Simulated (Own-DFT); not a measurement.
# Computed records: AlGa₃N₄ (wurtzite random alloy, strained, atoms displaced)

All values are calculated (Own-DFT development build). A calculation, not a measurement: plane-wave PBE density functional theory by an unreviewed code, no spin, of a simulated periodic cell, stress positive in tension, free energy of the whole cell less one offset for each atom, forces on such cells passed a denser k mesh, this cell's mesh not checked; offsets are fitted by least squares, one for each functional and potential file, so energies compare only between cells with the same atoms and settings and are not formation energies; the far tail of each file's local potential was reset to the Coulomb form; each entry is a single point on an unrelaxed cell, so the pressure reflects the starting lattice, mostly measured values, from which strain is counted, and rises with the displacements; printed positions are rounded, which can move forces by about a meV/angstrom; the program is a retired in-house code; no spin-orbit coupling.

Settings shared by all entries: functional PBE; potential files PseudoDojo norm-conserving, scalar-relativistic, standard set with the stringent files for Ga; wave cutoff 96 hartree; occupations Gaussian; smearing width 0.01 eV; k mesh 4 x 4 x 3 centred on Gamma.

(1) AlGa₃N₄ (wurtzite random alloy, strained, atoms displaced)

```cif
# cell vector a (Å): 9.6043 0.0000 0.0000
# cell vector b (Å): -4.8022 8.3176 0.0000
# cell vector c (Å): 0.0000 0.0000 10.2685
data_AlGa3N4
_symmetry_space_group_name_H-M 'P 1'
_symmetry_Int_Tables_number 1
_cell_length_a 9.6043
_cell_length_b 9.6044
_cell_length_c 10.2685
_cell_angle_alpha 90.000
_cell_angle_beta 90.000
_cell_angle_gamma 120.000
_cell_volume 820.30
loop_
_atom_site_label
_atom_site_type_symbol
_atom_site_fract_x
_atom_site_fract_y
_atom_site_fract_z
_atom_site_occupancy
Ga1 Ga 0.10602 0.21967 0.00001 1
Ga2 Ga 0.21464 0.10552 0.25060 1
N1 N 0.11971 0.22288 0.18638 1
N2 N 0.22724 0.11556 0.44332 1
Ga3 Ga 0.11752 0.22035 0.50782 1
Ga4 Ga 0.22093 0.11530 0.74957 1
N3 N 0.11385 0.22827 0.69360 1
N4 N 0.21626 0.10479 0.93284 1
Ga5 Ga 0.11208 0.55339 0.00063 1
Ga6 Ga 0.22867 0.44759 0.24808 1
N5 N 0.10277 0.55653 0.18824 1
N6 N 0.22671 0.44293 0.44197 1
Ga7 Ga 0.11016 0.55607 0.50014 1
Ga8 Ga 0.21793 0.44461 0.74963 1
N7 N 0.10833 0.54796 0.68835 1
N8 N 0.22709 0.45653 0.93564 1
Ga9 Ga 0.10999 0.88037 0.99621 1
Ga10 Ga 0.22903 0.77950 0.24567 1
N9 N 0.10910 0.89259 0.18583 1
N10 N 0.23537 0.78544 0.43809 1
Ga11 Ga 0.11236 0.87999 0.49898 1
Ga12 Ga 0.22299 0.78134 0.74425 1
N11 N 0.11562 0.88956 0.68620 1
N12 N 0.22583 0.77255 0.93766 1
Ga13 Ga 0.44786 0.22531 0.99717 1
Ga14 Ga 0.55545 0.10681 0.24100 1
N13 N 0.45300 0.23034 0.18328 1
N14 N 0.55663 0.10616 0.44474 1
Ga15 Ga 0.44580 0.22355 0.49824 1
Ga16 Ga 0.56289 0.11173 0.74632 1
N15 N 0.45082 0.23412 0.68945 1
N16 N 0.55055 0.10605 0.93537 1
Ga17 Ga 0.45454 0.55484 0.99379 1
Ga18 Ga 0.56786 0.44742 0.25274 1
N17 N 0.45592 0.56823 0.19158 1
N18 N 0.55627 0.44545 0.43685 1
Al1 Al 0.43367 0.55330 0.50699 1
Al2 Al 0.56647 0.44773 0.74726 1
N19 N 0.44753 0.55600 0.69565 1
N20 N 0.56066 0.45043 0.93955 1
Al3 Al 0.44811 0.89415 0.00202 1
Ga19 Ga 0.54558 0.77833 0.25814 1
N21 N 0.45578 0.88987 0.19178 1
N22 N 0.54835 0.77390 0.43897 1
Ga20 Ga 0.43447 0.88022 0.49905 1
Ga21 Ga 0.54644 0.77403 0.74773 1
N23 N 0.45079 0.88677 0.68717 1
N24 N 0.55229 0.78067 0.94220 1
Ga22 Ga 0.76862 0.21872 0.00078 1
Al4 Al 0.88163 0.10836 0.24835 1
N25 N 0.78400 0.23023 0.19331 1
N26 N 0.88606 0.11385 0.43445 1
Al5 Al 0.78283 0.22592 0.50210 1
Ga23 Ga 0.89476 0.11175 0.74953 1
N27 N 0.76835 0.20889 0.69106 1
N28 N 0.89115 0.11563 0.93899 1
Ga24 Ga 0.78080 0.55997 0.00775 1
Ga25 Ga 0.89812 0.44242 0.25439 1
N29 N 0.78341 0.55361 0.19219 1
N30 N 0.88682 0.44704 0.43211 1
Al6 Al 0.78363 0.55776 0.50821 1
Al7 Al 0.89093 0.44403 0.75041 1
N31 N 0.77998 0.54350 0.68513 1
N32 N 0.88691 0.44639 0.94348 1
Al8 Al 0.77588 0.88207 0.99512 1
Ga26 Ga 0.88250 0.76253 0.24863 1
N33 N 0.78082 0.89368 0.19185 1
N34 N 0.89189 0.78722 0.44817 1
Al9 Al 0.77904 0.88859 0.50664 1
Ga27 Ga 0.89686 0.78194 0.74699 1
N35 N 0.77582 0.88642 0.68940 1
N36 N 0.89269 0.77380 0.93415 1
```

```
free energy of cell above offsets : -10.459 eV
pressure                          : 2.78 GPa
stress xx                         : -1.84 GPa
stress yy                         : -1.08 GPa
stress zz                         : -5.41 GPa
stress yz                         : -0.54 GPa
stress xz                         : -0.18 GPa
stress xy                         : 0.23 GPa
```

Force:
```csv
element,x (eV/Å),y (eV/Å),z (eV/Å)
Ga,0.946,0.779,-0.26
Ga,1.019,1.053,0.201
N,-2.014,0.217,0.635
N,-0.136,-1.282,-0.528
Ga,-1.273,0.017,-1.498
Ga,1.329,0.093,-0.357
N,-0.008,-0.762,-0.422
N,0.341,0.498,1.088
Ga,-0.485,0.105,-0.238
Ga,0.266,-0.236,-0.035
N,2.412,0.709,0.172
N,-0.8,0.252,0.013
Ga,0.404,-0.389,-0.626
Ga,1.182,0.575,0.606
N,-1.419,0.784,-0.038
N,0.803,-1.583,0.698
Ga,0.313,0.856,0.059
Ga,-0.883,0.236,-0.035
N,0.846,-1.311,0.412
N,-2.794,-2.322,-1.019
Ga,-0.476,1.544,-0.456
Ga,1.131,-0.587,1.036
N,-0.299,0.374,0.124
N,0.183,1.13,0.267
Ga,-0.816,-0.286,-0.423
Ga,-0.257,1.552,1.978
N,-0.327,-1.106,0.716
N,0.279,0.878,-0.72
Ga,0.937,0.137,0.068
Ga,-2.332,-0.783,0.137
N,0.078,-0.775,0.45
N,0.028,-0.221,0.747
Ga,-2.084,0.926,1.241
Ga,-1.574,-0.147,-0.157
N,-0.079,-1.658,-0.781
N,0.159,1.22,1.783
Al,1.998,0.493,-0.698
Al,-0.955,-0.012,0.474
N,0.446,-0.971,-1.201
N,1.215,-0.768,-1.43
Al,0.063,-1.196,-0.489
Ga,3.024,-0.282,-0.577
N,-2.508,0.384,-2.128
N,1.282,-0.447,2.153
Ga,2.905,2.334,0.784
Ga,1.397,0.19,1.155
N,-1.983,0.369,-0.002
N,0.909,0.735,-0.191
Ga,0.947,0.699,-0.034
Al,1.195,0.35,0.179
N,0.352,-1.747,-0.766
N,0.34,-0.384,1.052
Al,-0.635,-0.915,-0.596
Ga,-0.988,-0.45,0.294
N,2.27,3.04,-1.163
N,-0.593,-1.566,0.232
Ga,0.255,-0.631,-1.087
Ga,-1.435,0.005,-1.009
N,0.249,-0.591,-0.161
N,-0.024,-0.098,3.115
Al,-0.982,-0.123,-2.143
Al,0.024,-0.901,0.728
N,-0.166,0.832,0.939
N,0.234,-0.469,-1.432
Al,-0.297,0.85,0.774
Ga,-0.597,2.908,1.039
N,0.05,-0.559,-1.095
N,0.047,-1.866,-0.454
Al,-1.036,0.55,-1.442
Ga,-0.622,-0.875,-0.221
N,0.459,0.043,-0.046
N,-1.437,0.583,0.614
```

(2) AlGa₃N₄ (wurtzite random alloy, strained, atoms displaced)

```cif
# cell vector a (Å): 9.6043 0.0000 0.0000
# cell vector b (Å): -4.8022 8.3176 0.0000
# cell vector c (Å): 0.0000 0.0000 10.2685
data_AlGa3N4
_symmetry_space_group_name_H-M 'P 1'
_symmetry_Int_Tables_number 1
_cell_length_a 9.6043
_cell_length_b 9.6044
_cell_length_c 10.2685
_cell_angle_alpha 90.000
_cell_angle_beta 90.000
_cell_angle_gamma 120.000
_cell_volume 820.30
loop_
_atom_site_label
_atom_site_type_symbol
_atom_site_fract_x
_atom_site_fract_y
_atom_site_fract_z
_atom_site_occupancy
Ga1 Ga 0.11087 0.22072 0.99726 1
Al1 Al 0.22046 0.10419 0.25459 1
N1 N 0.10362 0.20851 0.19459 1
N2 N 0.22856 0.11499 0.44240 1
Ga2 Ga 0.10838 0.22380 0.49855 1
Ga3 Ga 0.22362 0.10879 0.75818 1
N3 N 0.11090 0.22074 0.69102 1
N4 N 0.22240 0.11574 0.94609 1
Ga4 Ga 0.11343 0.55428 0.99749 1
Al2 Al 0.21651 0.44110 0.25120 1
N5 N 0.11555 0.56325 0.19242 1
N6 N 0.22013 0.44126 0.43715 1
Al3 Al 0.11279 0.55906 0.49673 1
Ga5 Ga 0.21518 0.44421 0.74987 1
N7 N 0.11475 0.55066 0.69643 1
N8 N 0.21891 0.44150 0.94648 1
Ga6 Ga 0.11313 0.89388 0.00224 1
Ga7 Ga 0.21869 0.78566 0.24574 1
N9 N 0.10667 0.89309 0.18823 1
N10 N 0.21081 0.78398 0.43319 1
Ga8 Ga 0.11332 0.88975 0.49115 1
Ga9 Ga 0.22290 0.77700 0.74641 1
N11 N 0.10156 0.88447 0.68689 1
N12 N 0.21834 0.77230 0.93665 1
Al4 Al 0.44730 0.22396 0.99231 1
Al5 Al 0.55504 0.11245 0.25451 1
N13 N 0.43640 0.21513 0.18443 1
N14 N 0.55625 0.10079 0.43388 1
Ga10 Ga 0.43596 0.21388 0.49348 1
Ga11 Ga 0.56137 0.10305 0.74799 1
N15 N 0.43867 0.23073 0.69465 1
N16 N 0.55623 0.11537 0.93711 1
Al6 Al 0.45478 0.56258 0.99733 1
Ga12 Ga 0.54578 0.42886 0.24699 1
N17 N 0.43976 0.55330 0.18958 1
N18 N 0.55286 0.44097 0.43294 1
Ga13 Ga 0.45088 0.56959 0.50284 1
Al7 Al 0.54914 0.43596 0.74639 1
N19 N 0.44721 0.56022 0.68310 1
N20 N 0.54609 0.43713 0.93418 1
Ga14 Ga 0.43510 0.88957 0.00278 1
Al8 Al 0.55693 0.77932 0.25211 1
N21 N 0.45539 0.89867 0.19359 1
N22 N 0.55789 0.77872 0.43893 1
Ga15 Ga 0.44283 0.89106 0.49714 1
Ga16 Ga 0.56292 0.78120 0.74336 1
N23 N 0.45165 0.89706 0.68128 1
N24 N 0.55624 0.77647 0.93727 1
Ga17 Ga 0.77837 0.22242 0.99303 1
Ga18 Ga 0.88886 0.11141 0.25628 1
N25 N 0.77034 0.21899 0.19606 1
N26 N 0.88908 0.10697 0.43345 1
Ga19 Ga 0.78024 0.22594 0.48979 1
Ga20 Ga 0.89360 0.11339 0.74169 1
N27 N 0.78006 0.21681 0.68635 1
N28 N 0.89066 0.11316 0.94815 1
Ga21 Ga 0.77323 0.56745 0.00539 1
Ga22 Ga 0.88276 0.43171 0.25247 1
N29 N 0.78218 0.55844 0.18855 1
N30 N 0.88690 0.43583 0.44241 1
Al9 Al 0.77224 0.55365 0.49753 1
Ga23 Ga 0.89259 0.44675 0.74557 1
N31 N 0.79329 0.55830 0.68065 1
N32 N 0.89151 0.44128 0.93857 1
Ga24 Ga 0.76803 0.88148 0.99572 1
Ga25 Ga 0.88286 0.77266 0.25435 1
N33 N 0.77811 0.88729 0.18405 1
N34 N 0.89491 0.78132 0.43588 1
Ga26 Ga 0.77876 0.88691 0.50229 1
Ga27 Ga 0.89127 0.77816 0.74523 1
N35 N 0.77780 0.88360 0.69191 1
N36 N 0.89506 0.78055 0.93469 1
```

```
free energy of cell above offsets : -10.328 eV
pressure                          : 2.96 GPa
stress xx                         : -1.13 GPa
stress yy                         : -2.95 GPa
stress zz                         : -4.82 GPa
stress yz                         : 0.03 GPa
stress xz                         : -0.22 GPa
stress xy                         : -0.34 GPa
```

Force:
```csv
element,x (eV/Å),y (eV/Å),z (eV/Å)
Ga,-0.605,0.196,1.567
Al,-0.8,0.985,-0.842
N,0.967,1.861,0.153
N,-1.82,-1.074,-1.589
Ga,0.705,-0.147,0.285
Ga,-0.658,-0.262,-0.927
N,0.504,0.191,-0.406
N,1.573,-0.37,-0.591
Ga,-0.771,-0.334,0.913
Al,0.536,-0.053,-0.798
N,0.244,-1.269,0.069
N,-0.743,1.467,0.1
Al,-0.034,-0.489,0.066
Ga,2.366,-0.769,1.004
N,-1.299,1.601,-2.776
N,1.727,0.917,-0.964
Ga,-0.18,-0.499,-0.405
Ga,0.935,-0.463,-0.286
N,0.355,0.123,0.631
N,3.134,-2.181,0.696
Ga,-1.686,1.104,1.965
Ga,-0.271,0.347,0.055
N,2.058,1.138,-0.366
N,-0.106,1.105,0.118
Al,-0.433,-0.322,0.894
Al,-0.136,-0.047,-1.489
N,0.687,-1.053,-0.023
N,-0.973,1.635,0.249
Ga,1.829,1.575,1.621
Ga,-1.076,1.989,0.258
N,1.578,-1.627,-1.211
N,-0.55,-0.633,0.098
Al,-1.415,-1.344,0.645
Ga,-0.256,1.755,-0.37
N,-0.074,0.582,-0.394
N,0.679,0.53,1.333
Ga,-0.031,-2.384,-1.445
Al,0.383,2.152,0.126
N,0.518,-0.837,1.843
N,0.163,1.158,0.006
Ga,1.265,0.179,-0.011
Al,0.301,-0.397,-0.888
N,-0.49,-0.791,0.004
N,-0.335,0.856,-0.869
Ga,-0.058,-0.92,-0.624
Ga,-1.146,-0.609,0.923
N,-0.471,-1.837,0.714
N,-1.319,-0.544,-0.458
Ga,0.021,0.101,1.248
Ga,-0.202,-0.831,-2.712
N,-0.026,-0.667,-0.791
N,-0.207,-0.034,2.478
Ga,0.12,-2.04,1.486
Ga,-0.181,-0.617,1.732
N,-0.509,0.714,-0.597
N,-0.214,-0.979,-1.772
Ga,1.395,-1.376,-1.294
Ga,0.222,1.974,-0.703
N,-0.494,-1.207,0.754
N,-0.299,2.993,-0.045
Al,0.727,-0.113,-0.455
Ga,-0.008,-0.925,0.94
N,-2.635,-0.659,-0.076
N,-1.072,0.837,-0.163
Ga,1.413,1.583,0.525
Ga,-0.223,0.737,-1.383
N,-1.042,-0.628,1.226
N,-1,-1.439,1.291
Ga,0.18,0.291,-0.462
Ga,-0.162,-0.964,0.739
N,0.215,1.051,-0.799
N,-0.793,0.003,0.225
```

(3) AlGa₃N₄ (wurtzite random alloy, strained, atoms displaced)

```cif
# cell vector a (Å): 9.6043 0.0000 0.0000
# cell vector b (Å): -4.8022 8.3176 0.0000
# cell vector c (Å): 0.0000 0.0000 10.2685
data_AlGa3N4
_symmetry_space_group_name_H-M 'P 1'
_symmetry_Int_Tables_number 1
_cell_length_a 9.6043
_cell_length_b 9.6044
_cell_length_c 10.2685
_cell_angle_alpha 90.000
_cell_angle_beta 90.000
_cell_angle_gamma 120.000
_cell_volume 820.30
loop_
_atom_site_label
_atom_site_type_symbol
_atom_site_fract_x
_atom_site_fract_y
_atom_site_fract_z
_atom_site_occupancy
Al1 Al 0.12481 0.22996 0.00072 1
Ga1 Ga 0.21570 0.10737 0.25496 1
N1 N 0.11150 0.21794 0.19407 1
N2 N 0.21955 0.11080 0.44099 1
Al2 Al 0.11699 0.22378 0.51110 1
Ga2 Ga 0.21752 0.11561 0.75148 1
N3 N 0.10409 0.21901 0.68919 1
N4 N 0.22651 0.12726 0.94417 1
Ga3 Ga 0.09655 0.54837 0.00024 1
Ga4 Ga 0.23135 0.44571 0.26372 1
N5 N 0.11930 0.55587 0.18884 1
N6 N 0.22048 0.44528 0.43221 1
Ga5 Ga 0.10834 0.55797 0.49521 1
Ga6 Ga 0.21584 0.43796 0.75164 1
N7 N 0.11318 0.55539 0.68095 1
N8 N 0.21365 0.44359 0.93782 1
Al3 Al 0.10711 0.86994 0.99152 1
Al4 Al 0.22484 0.78098 0.24792 1
N9 N 0.11206 0.88996 0.18417 1
N10 N 0.22602 0.78707 0.42820 1
Al5 Al 0.10232 0.88370 0.49301 1
Ga7 Ga 0.22157 0.78170 0.74342 1
N11 N 0.10089 0.88306 0.68139 1
N12 N 0.22444 0.77848 0.93812 1
Al6 Al 0.45912 0.22539 0.99957 1
Ga8 Ga 0.55722 0.11526 0.25483 1
N13 N 0.44496 0.22058 0.18663 1
N14 N 0.55895 0.11081 0.43419 1
Ga9 Ga 0.44714 0.23056 0.50336 1
Ga10 Ga 0.55926 0.10624 0.74680 1
N15 N 0.43991 0.22078 0.68769 1
N16 N 0.55011 0.10593 0.93468 1
Ga11 Ga 0.44160 0.55716 0.99587 1
Ga12 Ga 0.55635 0.44441 0.25442 1
N17 N 0.43891 0.55835 0.18932 1
N18 N 0.55340 0.44502 0.43500 1
Ga13 Ga 0.44272 0.55272 0.50091 1
Ga14 Ga 0.55961 0.45116 0.75348 1
N19 N 0.44789 0.55593 0.68312 1
N20 N 0.57517 0.45275 0.94270 1
Ga15 Ga 0.44193 0.88694 0.99116 1
Ga16 Ga 0.55174 0.77203 0.24388 1
N21 N 0.44120 0.88099 0.18096 1
N22 N 0.55799 0.76912 0.44438 1
Ga17 Ga 0.44472 0.88423 0.49813 1
Al7 Al 0.56291 0.78142 0.75247 1
N23 N 0.43695 0.87885 0.69024 1
N24 N 0.56192 0.77219 0.93896 1
Al8 Al 0.77257 0.22134 0.00069 1
Ga18 Ga 0.89462 0.11705 0.24785 1
N25 N 0.78993 0.21649 0.19106 1
N26 N 0.87775 0.10004 0.43549 1
Ga19 Ga 0.76909 0.21640 0.49663 1
Ga20 Ga 0.89059 0.11489 0.75387 1
N27 N 0.78161 0.22409 0.69236 1
N28 N 0.89396 0.10978 0.93081 1
Ga21 Ga 0.77808 0.55142 0.99093 1
Ga22 Ga 0.88303 0.44497 0.25434 1
N29 N 0.77347 0.55567 0.19052 1
N30 N 0.89284 0.45191 0.44183 1
Al9 Al 0.78332 0.55939 0.49381 1
Ga23 Ga 0.89216 0.44549 0.75679 1
N31 N 0.77150 0.55255 0.68239 1
N32 N 0.89419 0.44827 0.93987 1
Ga24 Ga 0.79428 0.90548 0.00109 1
Ga25 Ga 0.89341 0.77310 0.24877 1
N33 N 0.76854 0.88009 0.18189 1
N34 N 0.89174 0.78209 0.44583 1
Ga26 Ga 0.77144 0.88625 0.50362 1
Ga27 Ga 0.88261 0.76831 0.75461 1
N35 N 0.78056 0.89080 0.68846 1
N36 N 0.88062 0.76813 0.94126 1
```

```
free energy of cell above offsets : -9.222 eV
pressure                          : 3.38 GPa
stress xx                         : -2.29 GPa
stress yy                         : -0.34 GPa
stress zz                         : -7.51 GPa
stress yz                         : 0.36 GPa
stress xz                         : -0.29 GPa
stress xy                         : -0.78 GPa
```

Force:
```csv
element,x (eV/Å),y (eV/Å),z (eV/Å)
Al,-1.703,-0.24,1.019
Ga,0.832,0.131,-0.908
N,0.172,1.106,-1.633
N,-0.266,-0.157,1.069
Al,-1.17,-0.487,-2.494
Ga,0.929,-1.008,0.279
N,0.518,0.686,-0.433
N,2.075,-1.745,-0.553
Ga,2.986,1.601,1.43
Ga,-1.098,-0.557,-4.63
N,-1.367,0.457,0.608
N,-0.021,-1.037,5.058
Ga,0.956,0.547,-0.245
Ga,0.454,1.283,-0.678
N,-0.348,-0.06,1.197
N,0.788,-0.364,0.305
Al,-1.39,2.32,1.202
Al,0.248,-0.435,-1.298
N,0.803,-0.927,-0.497
N,-0.601,-0.398,1.071
Al,1.22,1.207,0.759
Ga,-0.621,-0.751,0.312
N,0.481,0.648,0.368
N,-0.855,-0.831,-0.844
Al,-2.036,0.007,0.055
Ga,0.453,-1.119,-2.146
N,0.118,0.286,-0.3
N,-1.311,-0.269,1.683
Ga,0.024,-1.16,-0.697
Ga,-1.099,0.245,-0.415
N,0.58,0.171,0.906
N,1.013,1.504,0.765
Ga,0.393,-0.424,0.852
Ga,-0.898,-0.095,-1.794
N,1.386,-1.4,-0.61
N,1.31,0.498,1.36
Ga,-0.143,-0.096,-0.446
Ga,-0.227,-0.974,-0.576
N,-0.708,0.393,2.113
N,-3.532,-2.922,-0.78
Ga,1.148,-0.652,1.028
Ga,0.062,1.06,0.681
N,-0.782,1.006,0.988
N,-1.4,0.569,-1.288
Ga,-0.034,-0.014,-0.201
Al,-0.28,-0.748,-0.442
N,1.717,0.873,-0.17
N,-0.706,1.297,-1.267
Al,1.155,-0.543,0.035
Ga,1.259,-2.316,0.933
N,-3.516,1.745,-1.926
N,1.092,1.757,1.126
Ga,1.754,0.857,0.589
Ga,-0.237,-1.071,-1.694
N,-0.511,0.023,-0.564
N,-0.46,2.359,2.733
Ga,1.105,1.421,2.556
Ga,1.495,0.04,-0.923
N,0.813,-0.592,-0.537
N,-1.254,-1.001,-0.165
Al,-0.943,0.009,0.784
Ga,-0.356,0.275,-2.333
N,1.13,-0.154,-0.074
N,-1.58,-2.506,0.032
Ga,-0.621,-2.298,-0.142
Ga,-1.265,1.006,0.056
N,1.339,0.949,1.414
N,-0.127,-1.373,-1.145
Ga,0.903,0.282,-0.428
Ga,-0.182,0.791,-1.182
N,-0.815,-0.367,1.224
N,1.745,1.682,-0.132
```

(4) AlGa₃N₄ (wurtzite random alloy, strained, atoms displaced)

```cif
# cell vector a (Å): 9.6043 0.0000 0.0000
# cell vector b (Å): -4.8022 8.3176 0.0000
# cell vector c (Å): 0.0000 0.0000 10.2685
data_AlGa3N4
_symmetry_space_group_name_H-M 'P 1'
_symmetry_Int_Tables_number 1
_cell_length_a 9.6043
_cell_length_b 9.6044
_cell_length_c 10.2685
_cell_angle_alpha 90.000
_cell_angle_beta 90.000
_cell_angle_gamma 120.000
_cell_volume 820.30
loop_
_atom_site_label
_atom_site_type_symbol
_atom_site_fract_x
_atom_site_fract_y
_atom_site_fract_z
_atom_site_occupancy
Ga1 Ga 0.12027 0.22081 0.00529 1
Ga2 Ga 0.22048 0.10211 0.25270 1
N1 N 0.11014 0.22561 0.18655 1
N2 N 0.20940 0.09102 0.44200 1
Al1 Al 0.10955 0.21771 0.50356 1
Ga3 Ga 0.22072 0.11883 0.74771 1
N3 N 0.12184 0.22342 0.68088 1
N4 N 0.22629 0.11419 0.93733 1
Al2 Al 0.10830 0.55696 0.00257 1
Ga4 Ga 0.21657 0.43915 0.24913 1
N5 N 0.10632 0.55381 0.19488 1
N6 N 0.21390 0.43912 0.43661 1
Ga5 Ga 0.10193 0.55191 0.49623 1
Ga6 Ga 0.21697 0.43776 0.75224 1
N7 N 0.11168 0.56144 0.70144 1
N8 N 0.23003 0.44520 0.94398 1
Ga7 Ga 0.10400 0.87752 0.99431 1
Ga8 Ga 0.22279 0.77641 0.25231 1
N9 N 0.11036 0.89515 0.19408 1
N10 N 0.22128 0.77607 0.43916 1
Ga9 Ga 0.11664 0.89382 0.50326 1
Ga10 Ga 0.21380 0.77659 0.74904 1
N11 N 0.11305 0.89418 0.69743 1
N12 N 0.22606 0.78869 0.93221 1
Ga11 Ga 0.45121 0.21029 0.00337 1
Ga12 Ga 0.56102 0.10859 0.24285 1
N13 N 0.44575 0.21676 0.19655 1
N14 N 0.56170 0.11245 0.44010 1
Ga13 Ga 0.43490 0.21923 0.49741 1
Ga14 Ga 0.54636 0.10674 0.75358 1
N15 N 0.44442 0.23153 0.68572 1
N16 N 0.55288 0.10986 0.92627 1
Ga15 Ga 0.45109 0.56021 0.00964 1
Ga16 Ga 0.55830 0.44506 0.25581 1
N17 N 0.45059 0.56402 0.18952 1
N18 N 0.55688 0.43385 0.44196 1
Ga17 Ga 0.44484 0.55101 0.50381 1
Ga18 Ga 0.55978 0.45086 0.74742 1
N19 N 0.43976 0.56105 0.68717 1
N20 N 0.56093 0.44561 0.95056 1
Ga19 Ga 0.44560 0.88230 0.00060 1
Ga20 Ga 0.55275 0.77734 0.24905 1
N21 N 0.44558 0.88599 0.18680 1
N22 N 0.54977 0.76853 0.43610 1
Ga21 Ga 0.44306 0.88040 0.50353 1
Al3 Al 0.55265 0.76999 0.74454 1
N23 N 0.45173 0.89099 0.68352 1
N24 N 0.54671 0.78350 0.93411 1
Al4 Al 0.76750 0.21432 0.99579 1
Ga22 Ga 0.88839 0.10840 0.24914 1
N25 N 0.77989 0.22361 0.18568 1
N26 N 0.88560 0.11051 0.44304 1
Al5 Al 0.77392 0.21679 0.50219 1
Ga23 Ga 0.89158 0.11575 0.74939 1
N27 N 0.77495 0.21991 0.69537 1
N28 N 0.88544 0.10859 0.93679 1
Al6 Al 0.78130 0.56515 0.00429 1
Al7 Al 0.89326 0.44322 0.26115 1
N29 N 0.76855 0.55350 0.18868 1
N30 N 0.88942 0.44147 0.43792 1
Al8 Al 0.78672 0.55802 0.50700 1
Ga24 Ga 0.89640 0.43788 0.75893 1
N31 N 0.77722 0.56205 0.68277 1
N32 N 0.88840 0.44379 0.93426 1
Ga25 Ga 0.78073 0.89627 0.00779 1
Ga26 Ga 0.89005 0.76821 0.24594 1
N33 N 0.77517 0.89070 0.18826 1
N34 N 0.87190 0.77121 0.43098 1
Al9 Al 0.77775 0.88381 0.49827 1
Ga27 Ga 0.89519 0.78951 0.75369 1
N35 N 0.76854 0.88381 0.68616 1
N36 N 0.88335 0.77266 0.94006 1
```

```
free energy of cell above offsets : -9.745 eV
pressure                          : 3.29 GPa
stress xx                         : 0.04 GPa
stress yy                         : -1.98 GPa
stress zz                         : -7.93 GPa
stress yz                         : -0.46 GPa
stress xz                         : 0.68 GPa
stress xy                         : 0.23 GPa
```

Force:
```csv
element,x (eV/Å),y (eV/Å),z (eV/Å)
Ga,-0.897,0.313,-1.228
Ga,-0.338,1.832,-0.041
N,0.718,-1.101,1.288
N,-0.856,4.272,-0.682
Al,-0.506,0.075,-1.895
Ga,2.067,-0.468,1.087
N,-2.41,0.366,0.418
N,0.261,-0.894,0.378
Al,0.622,-0.328,-0.52
Ga,0.753,1.003,0.082
N,-0.522,0.084,-1.307
N,0.758,-0.786,1.035
Ga,1.534,0.46,1.211
Ga,0.455,1.255,0.406
N,0.582,-1.383,-2.032
N,-1.619,0.316,0.079
Ga,-0.089,2.019,0.875
Ga,-0.186,0.466,-0.34
N,0.747,-2.208,-1.592
N,-0.285,-0.123,0.542
Ga,-0.741,-3.493,0.711
Ga,1.679,1.037,-0.299
N,-0.222,0.178,-1.274
N,0.47,-2.103,1.857
Ga,-2.12,1.663,0.123
Ga,-0.285,0.01,1.842
N,-0.495,0.215,-0.692
N,-0.376,-0.487,-0.179
Ga,1.47,-0.767,0.129
Ga,0.067,0.36,-3.404
N,0.268,-0.915,0.497
N,1.475,-0.374,3.844
Ga,0.073,-0.209,-1.964
Ga,-0.844,-0.452,-0.38
N,-0.423,-1.625,1.325
N,-0.099,1.601,0.294
Ga,-0.258,-0.296,-1.273
Ga,-0.166,-0.053,1.017
N,0.469,-0.741,0.848
N,0.386,0.125,-1.057
Ga,-1.794,1.042,-0.377
Ga,0.599,0.199,0.646
N,-0.812,0.203,0.124
N,0.864,0.849,0.664
Ga,0.126,0.988,-1.284
Al,-0.715,1.486,0.845
N,-0.627,-0.929,1.729
N,2.937,-1.357,-0.825
Al,1.011,1.088,-0.106
Ga,-0.137,0.379,0.499
N,0.157,0.828,-0.599
N,0.611,-0.296,0.405
Al,-0.058,0.169,0.373
Ga,-0.046,-1.149,-0.345
N,0.129,0.354,-1.557
N,0.065,1.076,0.626
Al,-0.049,-2.114,-0.591
Al,-1.136,-0.379,-2.33
N,2.584,-0.459,-0.375
N,-1.443,-0.608,1.009
Al,-1.094,-0.332,-1.671
Ga,-1.84,0.49,-2.145
N,1.107,0.109,1.274
N,-0.197,0.191,3.695
Ga,-0.54,-0.834,-1.82
Ga,-1.188,1.045,0.496
N,0.616,-0.406,0.881
N,1.558,-0.327,1.634
Al,-1.138,0.248,-0.087
Ga,-1.02,-1.345,-0.839
N,0.622,0.5,-0.235
N,-0.268,0.443,0.559
```
